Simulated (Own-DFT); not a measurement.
SiC (3C silicon carbide, atoms displaced), SiC (2H silicon carbide, atoms displaced), GaP (zincblende, strained, atoms displaced), SiC (4H silicon carbide, atoms displaced) (calculated)

Computed with Own-DFT development build. A calculation, not a measurement: plane-wave PBE density functional theory by an unreviewed code, no spin, of a simulated periodic cell, stress positive in tension, free energy of the whole cell less one offset for each atom, forces on such cells passed a denser k mesh, this cell's mesh not checked; offsets are fitted by least squares, one for each functional and potential file, so energies compare only between cells with the same atoms and settings and are not formation energies; the far tail of each file's local potential was reset to the Coulomb form; each entry is a single point on an unrelaxed cell, so the pressure reflects the starting lattice, mostly measured values (interpolated for alloys), from which strain is counted, and rises with the displacements; printed positions are rounded, which can move forces by about a meV/angstrom; the program, named Own-DFT, is a retired in-house code; no spin-orbit coupling.

Common to all runs: functional PBE; potential files PseudoDojo norm-conserving, scalar-relativistic, standard set; wave cutoff 42 hartree; occupations Fermi-Dirac; smearing width 0.1 eV; hardware one NVIDIA H100.

(1) SiC (3C silicon carbide, atoms displaced)

```
CELL_PARAMETERS angstrom
8.71920 0.00000 0.00000
0.00000 8.71920 0.00000
0.00000 0.00000 8.71920
ATOMIC_POSITIONS crystal
Si 0.00270 0.99652 0.00127
Si 0.00018 0.25009 0.25072
Si 0.25091 0.99940 0.25782
Si 0.24509 0.24992 0.00172
C 0.12179 0.12498 0.11680
C 0.12553 0.37403 0.37339
C 0.37679 0.12632 0.38078
C 0.37554 0.37180 0.12230
Si 0.00100 0.00114 0.50354
Si 0.99932 0.25214 0.75268
Si 0.24613 0.00296 0.74689
Si 0.24874 0.24681 0.50149
C 0.12178 0.12529 0.62118
C 0.12469 0.37382 0.87412
C 0.37241 0.11834 0.86920
C 0.37342 0.37615 0.62562
Si 0.00220 0.49461 0.99891
Si 0.99718 0.75204 0.25245
Si 0.24786 0.50522 0.24984
Si 0.24884 0.75331 0.99716
C 0.12446 0.62194 0.11765
C 0.12471 0.87467 0.37406
C 0.37601 0.61710 0.37896
C 0.37452 0.88187 0.12523
Si 0.99755 0.50342 0.50089
Si 0.99781 0.74710 0.75110
Si 0.25055 0.49650 0.75173
Si 0.25416 0.75008 0.49718
C 0.12498 0.62990 0.62173
C 0.12032 0.87584 0.87764
C 0.37963 0.62736 0.87538
C 0.37964 0.86906 0.62515
Si 0.50299 0.99837 0.00323
Si 0.50102 0.24630 0.24775
Si 0.74717 0.99701 0.25093
Si 0.74423 0.25366 0.99547
C 0.62194 0.12666 0.12794
C 0.62399 0.37481 0.37052
C 0.88080 0.12521 0.37248
C 0.86912 0.37443 0.12564
Si 0.49497 0.00305 0.49756
Si 0.50634 0.24944 0.75353
Si 0.75010 0.00374 0.75687
Si 0.75546 0.25123 0.49866
C 0.62477 0.12122 0.63049
C 0.62589 0.37572 0.87269
C 0.87693 0.12679 0.87273
C 0.86939 0.37612 0.62684
Si 0.49947 0.49853 0.99928
Si 0.49764 0.75438 0.24904
Si 0.74927 0.49991 0.24798
Si 0.75181 0.74767 0.00258
C 0.62391 0.62236 0.12164
C 0.61900 0.87665 0.37610
C 0.87439 0.61850 0.37273
C 0.87632 0.86997 0.12130
Si 0.50046 0.50380 0.50091
Si 0.49855 0.75327 0.74341
Si 0.75415 0.49498 0.74860
Si 0.74415 0.74811 0.49720
C 0.61711 0.62362 0.62516
C 0.63090 0.87500 0.87802
C 0.87336 0.62880 0.87895
C 0.86815 0.86806 0.62399
```

- k mesh: 4 x 4 x 4 centred on Gamma
- free energy of cell above offsets: -9.464 eV
- pressure: 3.8 GPa
- stress xx: -3.86 GPa
- stress yy: -3.75 GPa
- stress zz: -3.79 GPa
- stress yz: -0.33 GPa
- stress xz: -0.58 GPa
- stress xy: -0.29 GPa
- wall time: 366.5 s

Force:
```csv
element,x (eV/Å),y (eV/Å),z (eV/Å)
Si,-1.15,0.663,-0.367
Si,-0.043,0.143,-0.998
Si,-0.349,0.797,-1.627
Si,1.303,-0.553,-0.921
C,0.442,-0.116,2.289
C,-0.225,0.282,0.42
C,-0.782,0.121,-1.109
C,-0.429,0.305,0.446
Si,-1.124,-1.141,-0.586
Si,-0.093,-0.309,-0.761
Si,0.357,-1.249,0.236
Si,0.291,1.395,-0.113
C,0.187,0.26,0.976
C,-0.001,0.035,-0.067
C,0.687,1.295,1.272
C,0.513,-0.693,0.076
Si,-1.209,0.743,0.214
Si,0.486,-1.065,-0.788
Si,0.411,-1.306,-0.389
Si,0.462,-0.402,0.261
C,0.163,0.954,1.316
C,0.148,-0.028,0.579
C,-0.406,2.009,-1.404
C,-0.452,-1.1,0.428
Si,0.677,-0.748,-0.04
Si,-0.091,0.566,-0.286
Si,0.182,1.22,-0.477
Si,-0.485,-0.391,0.434
C,0.035,-0.892,0.731
C,0.74,-0.205,-1.332
C,-0.895,-0.061,-0.263
C,-1.817,1.977,-1.046
Si,-0.509,0.321,-1.116
Si,-0.64,1.167,0.714
Si,0.753,0.495,-0.309
Si,1.132,-0.866,1.103
C,0.904,-0.656,-0.9
C,0.192,-0.086,0.93
C,-0.948,-0.597,0.562
C,0.978,-0.244,-0.535
Si,1.303,-0.643,1.695
Si,-1.767,-0.281,-0.928
Si,0.163,-1.21,-1.215
Si,-1.451,-0.672,-0.149
C,0.36,0.716,-1.319
C,-0.224,0.27,0.279
C,-0.149,-0.064,1.021
C,1.87,-0.335,-0.59
Si,-0.053,0.249,-0.13
Si,-0.046,-1.268,-0.217
Si,-0.477,-0.244,-0.108
Si,-0.76,0.003,-0.498
C,-0.079,0.699,0.852
C,0.615,-0.108,-0.38
C,-0.437,1.449,0.191
C,-0.408,1.019,1.258
Si,-0.148,-1.985,-0.072
Si,1.195,-0.789,2.22
Si,-1.432,2.083,0.755
Si,0.24,-0.3,0.422
C,1.841,0.076,0.016
C,-0.965,-0.135,-0.04
C,0.576,-1.823,-0.872
C,0.836,1.256,0.256
```

(2) SiC (2H silicon carbide, atoms displaced)

```
CELL_PARAMETERS angstrom
6.16540 0.00000 0.00000
-3.08270 5.33940 0.00000
0.00000 0.00000 10.06810
ATOMIC_POSITIONS crystal
Si 0.00075 0.00388 0.00381
Si 0.16918 0.33032 0.24678
C 0.98829 0.98408 0.18311
C 0.16345 0.32981 0.43862
Si 0.99897 0.99914 0.50012
Si 0.17143 0.33537 0.75495
C 0.01172 0.01021 0.68475
C 0.15995 0.32054 0.93040
Si 0.00304 0.50174 0.99759
Si 0.15939 0.83249 0.24670
C 0.99557 0.49745 0.18892
C 0.16624 0.83515 0.43442
Si 0.02059 0.51174 0.49972
Si 0.17325 0.83727 0.75170
C 0.01153 0.50579 0.68968
C 0.16218 0.82912 0.94017
Si 0.49155 0.99123 0.99843
Si 0.66533 0.33189 0.24815
C 0.48757 0.99983 0.18327
C 0.67833 0.34294 0.43802
Si 0.49022 0.99693 0.49658
Si 0.67687 0.33107 0.74539
C 0.48786 0.98882 0.69090
C 0.66374 0.33650 0.93942
Si 0.50417 0.49996 0.99796
Si 0.66782 0.83047 0.25038
C 0.50197 0.50869 0.19137
C 0.67188 0.83506 0.44284
Si 0.50266 0.49255 0.50146
Si 0.66728 0.82663 0.74942
C 0.49993 0.49951 0.68686
C 0.66236 0.83687 0.93441
```

* k mesh: 5 x 5 x 3 centred on Gamma
* free energy of cell above offsets: -4.431 eV
* pressure: 3.94 GPa
* stress xx: -3.01 GPa
* stress yy: -2.85 GPa
* stress zz: -5.98 GPa
* stress yz: 0.12 GPa
* stress xz: 0.9 GPa
* stress xy: -0.54 GPa
* wall time: 116.1 s

Force:
```csv
element,x (eV/Å),y (eV/Å),z (eV/Å)
Si,-0.331,-1.274,-1.918
Si,-0.876,-0.009,0.753
C,0.049,1.911,1.2
C,1.095,0.195,-0.759
Si,0.149,0.382,0.193
Si,0.179,-0.213,-2.51
C,-0.548,-1.099,0.954
C,0.207,1.451,3.081
Si,-0.449,-0.967,0.416
Si,0.816,-0.629,0.253
C,0.767,-0.23,-0.687
C,-0.197,0.267,-0.176
Si,-1.342,-1.154,0.22
Si,-1.494,-0.383,0.268
C,-0.235,-0.221,-0.38
C,-0.268,0.487,-0.477
Si,0.058,1.275,-0.209
Si,-0.178,0.024,0.336
C,1.247,-0.166,1.032
C,0.12,-1.048,0.051
Si,1.513,0.896,0.747
Si,-1.225,-0.015,0.71
C,1.896,1.336,-1.148
C,1.137,-0.799,-0.756
Si,-0.999,0.399,0.196
Si,-1.521,0.822,0.709
C,0.223,-1.434,-1.226
C,-0.977,-0.543,-1.036
Si,-0.613,0.767,-0.415
Si,0.029,0.988,-0.679
C,0.874,-0.452,0.449
C,0.894,-0.565,0.804
```

(3) GaP (zincblende, strained, atoms displaced)

```
CELL_PARAMETERS angstrom
10.86200 0.00000 0.00000
0.00000 10.86200 0.00000
0.00000 0.00000 10.94390
ATOMIC_POSITIONS crystal
Ga 0.99978 0.98398 0.99434
Ga 0.99561 0.25667 0.25090
Ga 0.25682 0.00040 0.24924
Ga 0.25157 0.23854 0.98808
P 0.13006 0.11807 0.12676
P 0.12753 0.37649 0.37038
P 0.37560 0.12984 0.38441
P 0.37570 0.37657 0.11366
Ga 0.99368 0.98756 0.50964
Ga 0.99742 0.25830 0.75756
Ga 0.25150 0.99484 0.74907
Ga 0.24609 0.25199 0.49902
P 0.13095 0.11312 0.61101
P 0.11979 0.37130 0.87417
P 0.38459 0.10745 0.87601
P 0.38392 0.37761 0.61635
Ga 0.99497 0.48698 0.00606
Ga 0.98998 0.73901 0.25130
Ga 0.25441 0.49987 0.25177
Ga 0.24960 0.75244 0.00258
P 0.11908 0.63486 0.12033
P 0.11910 0.87297 0.36564
P 0.36883 0.62347 0.38124
P 0.38477 0.87039 0.12456
Ga 0.98959 0.49744 0.49929
Ga 0.01090 0.74678 0.73536
Ga 0.24249 0.49715 0.74507
Ga 0.24843 0.74439 0.50042
P 0.12482 0.61908 0.62479
P 0.12192 0.87004 0.87417
P 0.36889 0.63569 0.86834
P 0.36612 0.87527 0.62441
Ga 0.50238 0.98532 0.99604
Ga 0.51061 0.25654 0.24828
Ga 0.75155 0.00928 0.25415
Ga 0.74912 0.25136 0.00977
P 0.63586 0.11661 0.14309
P 0.63031 0.38272 0.38192
P 0.86136 0.13128 0.37552
P 0.86816 0.37465 0.11752
Ga 0.48686 0.00481 0.50509
Ga 0.49495 0.24332 0.75753
Ga 0.74833 0.00236 0.75565
Ga 0.76096 0.25051 0.49629
P 0.62364 0.12020 0.62832
P 0.62701 0.37929 0.87942
P 0.87111 0.12190 0.86679
P 0.87642 0.36821 0.61457
Ga 0.50364 0.49854 0.99775
Ga 0.50166 0.75088 0.25845
Ga 0.75323 0.49706 0.24715
Ga 0.75365 0.74989 0.99347
P 0.62292 0.61666 0.11699
P 0.62469 0.87007 0.37550
P 0.87973 0.62500 0.37397
P 0.86637 0.86867 0.12318
Ga 0.49826 0.51635 0.49180
Ga 0.50264 0.74077 0.75384
Ga 0.75536 0.50232 0.75443
Ga 0.74351 0.75152 0.50429
P 0.63242 0.61743 0.60875
P 0.61398 0.87865 0.86659
P 0.86692 0.62318 0.88896
P 0.86126 0.88040 0.62465
```

- k mesh: 3 x 3 x 3 centred on Gamma
- free energy of cell above offsets: -30.073 eV
- pressure: 4.27 GPa
- stress xx: -4.47 GPa
- stress yy: -4.49 GPa
- stress zz: -3.86 GPa
- stress yz: -0.36 GPa
- stress xz: 0.01 GPa
- stress xy: -0.57 GPa
- wall time: 560.7 s

Force:
```csv
element,x (eV/Å),y (eV/Å),z (eV/Å)
Ga,-0.597,1.318,0.816
Ga,0.21,-0.83,-0.401
Ga,0.228,-0.121,0.439
Ga,0.022,0.035,0.769
P,-1.011,0.464,-0.636
P,-0.616,0.177,0.461
P,0.056,0.367,-1.837
P,-0.228,-0.655,0.683
Ga,0.392,0.876,-1.725
Ga,-0.189,-1.649,-1.784
Ga,-0.71,0.266,0.197
Ga,0.301,0.234,0.087
P,-0.682,1.03,1.773
P,1.047,0.545,0.534
P,-1.186,1.056,-0.175
P,-0.833,-0.208,0.964
Ga,0.914,1.616,-0.591
Ga,0.918,1.575,-0.894
Ga,-0.466,0.17,-1.158
Ga,0.165,0.218,-0.196
P,0.404,-1.773,0.38
P,0.118,-0.28,0.684
P,0.034,0.836,-1.475
P,-0.981,-0.007,0.553
Ga,1.382,0.133,-0.401
Ga,-1.835,0.6,1.374
Ga,1.257,-0.357,0.399
Ga,-0.829,1.065,-0.069
P,-0.305,-0.402,-1.267
P,0.727,-0.143,-0.799
P,-0.19,-1.889,0.818
P,1.052,-1.248,-0.02
Ga,0.464,1.154,1.716
Ga,-0.72,-0.073,0.477
Ga,0.942,-2.913,0.936
Ga,-0.768,-1.422,-1.256
P,-2.507,1.612,-3.255
P,-0.29,-0.28,-0.551
P,2.981,-1.143,-0.306
P,0.837,-0.336,1.79
Ga,1.168,-0.779,0.075
Ga,0.869,0.739,-0.676
Ga,-0.875,-0.174,-0.628
Ga,-2.749,0.09,0.989
P,0.141,0.817,-0.487
P,-0.105,-1.159,-0.786
P,0.741,0.703,1.783
P,0.165,0.816,2.13
Ga,-1.116,0.562,-0.652
Ga,0.045,-1.094,-0.879
Ga,-0.478,0.608,0.2
Ga,-2.2,0.783,0.728
P,0.483,1.383,1.29
P,-0.063,1.367,0.455
P,-1.713,-0.483,0.742
P,0.491,0.741,0.694
Ga,0.435,-1.865,0.392
Ga,0.071,0.501,-1.918
Ga,-0.26,-0.455,-0.752
Ga,0.903,0.263,-1.14
P,-0.441,0.272,2.713
P,2.006,-1.27,0.067
P,2.218,-0.64,-2.213
P,0.756,-1.346,0.818
```

(4) SiC (4H silicon carbide, atoms displaced)

```
CELL_PARAMETERS angstrom
6.16540 0.00000 0.00000
-3.08270 5.33940 0.00000
0.00000 0.00000 10.06810
ATOMIC_POSITIONS crystal
Si 0.99812 0.00240 0.40867
Si 0.15320 0.31043 0.15115
C 0.02922 0.00596 0.10222
C 0.19843 0.35309 0.36596
Si 0.01517 0.52053 0.39970
Si 0.14598 0.79191 0.15972
C 0.98477 0.48771 0.08509
C 0.15650 0.83826 0.35167
Si 0.48996 0.98764 0.41355
Si 0.66375 0.32895 0.16048
C 0.47264 0.96033 0.09704
C 0.68133 0.35796 0.34821
Si 0.52110 0.52762 0.41577
Si 0.64588 0.84144 0.14081
C 0.48635 0.48839 0.07387
C 0.65613 0.84069 0.34357
Si 0.99409 0.99333 0.92146
Si 0.82586 0.65474 0.65057
C 0.95746 0.97530 0.60895
C 0.84724 0.68922 0.84761
Si 0.06811 0.53369 0.90986
Si 0.81445 0.14419 0.65517
C 0.00783 0.49981 0.58545
C 0.84203 0.17457 0.84300
Si 0.48488 0.00740 0.90510
Si 0.32540 0.66170 0.66941
C 0.51736 0.01324 0.59246
C 0.33509 0.66837 0.82784
Si 0.54192 0.50860 0.92010
Si 0.34577 0.14871 0.66265
C 0.50413 0.49575 0.60334
C 0.33037 0.17275 0.84767
```

- k mesh: 5 x 5 x 3 centred on Gamma
- free energy of cell above offsets: 4.849 eV
- pressure: 11.01 GPa
- stress xx: -10.29 GPa
- stress yy: -7.4 GPa
- stress zz: -15.32 GPa
- stress yz: -0.06 GPa
- stress xz: 1.88 GPa
- stress xy: 1.19 GPa
- wall time: 121.7 s

Force:
```csv
element,x (eV/Å),y (eV/Å),z (eV/Å)
Si,-1.452,1.217,1.582
Si,0.895,4.173,2.557
C,-2.649,-4.02,-0.764
C,-2.445,-1.691,-3.601
Si,0.6,-2.753,2.443
Si,-0.368,3.103,1.42
C,1.377,-1.444,1.964
C,1.492,0.747,-1.764
Si,-0.439,2.52,-1.448
Si,-1.36,-0.624,-0.505
C,-4.301,4.526,-2.314
C,-0.043,-1.801,-1.013
Si,0.515,-1.481,0.25
Si,6.722,-3.623,3.926
C,-0.777,0.385,10.53
C,1.393,0.671,-1.308
Si,0.062,2.277,-3.177
Si,1.469,-0.266,2.404
C,4.814,1.165,-3.611
C,2.156,-2.019,-0.085
Si,-7.436,-4.653,-0.95
Si,2.011,4.443,2.056
C,-0.779,-0.28,1.708
C,-0.763,0.189,1.963
Si,2.727,-0.072,-0.304
Si,0.886,-0.697,-9.007
C,-2.646,-3.448,0.075
C,4.283,3.139,7.639
Si,-0.796,-0.921,-10.29
Si,-3.96,1.897,-0.199
C,-1.47,-0.934,-0.596
C,0.283,0.274,0.419
```
